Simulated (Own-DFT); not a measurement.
# Point defects and the pressure they add: C40 NbSi2

Calculated, not measured: single-point runs of Own-DFT, a retired in-house plane-wave DFT program that no person has reviewed, on unrelaxed cells, without spin or spin-orbit coupling.

Common settings: PBE; PseudoDojo norm-conserving scalar-relativistic files; cutoff 42 hartree; 4 x 4 x 5 k mesh centred on Gamma; cold (Marzari-Vanderbilt) smearing of 0.2 eV.

Known weak points: forces on such cells failed a check on a denser k mesh; stress not checked against mesh or cutoff.

All runs share one cell, with vectors in Å (0.000, 8.324, 0.000); (-9.613, 0.000, 0.000); (0.000, 0.000, 6.586) and a volume of 527.0 Å³. u is the rms random offset of the atoms per axis. The defect's site can differ from row to row.

| cell | formula | u (Å) | P (GPa) |
|---|---|---|---|
| no defect | Nb12Si24 | 0.0200 | 1.49 |
| no defect | Nb12Si24 | 0.0207 | 1.48 |
| no defect | Nb12Si24 | 0.0440 | 2.28 |
| one Si vacancy | Nb12Si23 | 0.0324 | 1.03 |
| one Si vacancy | Nb12Si23 | 0.0504 | 1.90 |
| one Si vacancy | Nb12Si23 | 0.0564 | 2.16 |
| two Si on a Nb site each | Nb10Si26 | 0.0343 | 1.70 |
| two Si on a Nb site each | Nb10Si26 | 0.0449 | 2.25 |
| two Si on a Nb site each | Nb10Si26 | 0.0471 | 2.16 |
| two Nb on a Si site each | Nb14Si22 | 0.0289 | 7.47 |
| two Nb on a Si site each | Nb14Si22 | 0.0488 | 8.17 |
| two Nb on a Si site each | Nb14Si22 | 0.0540 | 8.77 |
| two Nb vacancies | Nb10Si24 | 0.0286 | -0.21 |
| two Nb vacancies | Nb10Si24 | 0.0289 | 0.12 |
| two Nb vacancies | Nb10Si24 | 0.0470 | 0.53 |
| two Nb vacancies | Nb10Si24 | 0.0547 | ? |

## Fit

P = P0 + c u² + a shift for each defect gives P0 = 1.26 GPa, c = 530 ± 43 GPa/Å² and a scatter of 0.12 GPa. The shifts, and each times the cell's volume:

- two Nb on a Si site each: 5.79 ± 0.11 GPa, 19.0 eV (9.5 eV for each of its 2 sites)
- two Si on a Nb site each: -0.18 ± 0.11 GPa, -0.6 eV (-0.3 eV for each of its 2 sites) (not resolved)
- one Si vacancy: -0.76 ± 0.12 GPa, -2.5 eV
- two Nb vacancies: -1.80 ± 0.10 GPa, -5.9 eV (-3.0 eV for each of its 2 sites)

Against the defect-free cell, a freed cell would be larger where the shift is positive and smaller where it is negative (160.2 GPa Å³ is 1 eV). The atoms around the defects weren't relaxed, which would change these numbers.

## The run left out

Asked: what pressure belongs in the blank (two Nb vacancies, u = 0.0547 Å)?

Estimate: 1.05 ± 0.16 GPa. The calculation gave 0.98 GPa.
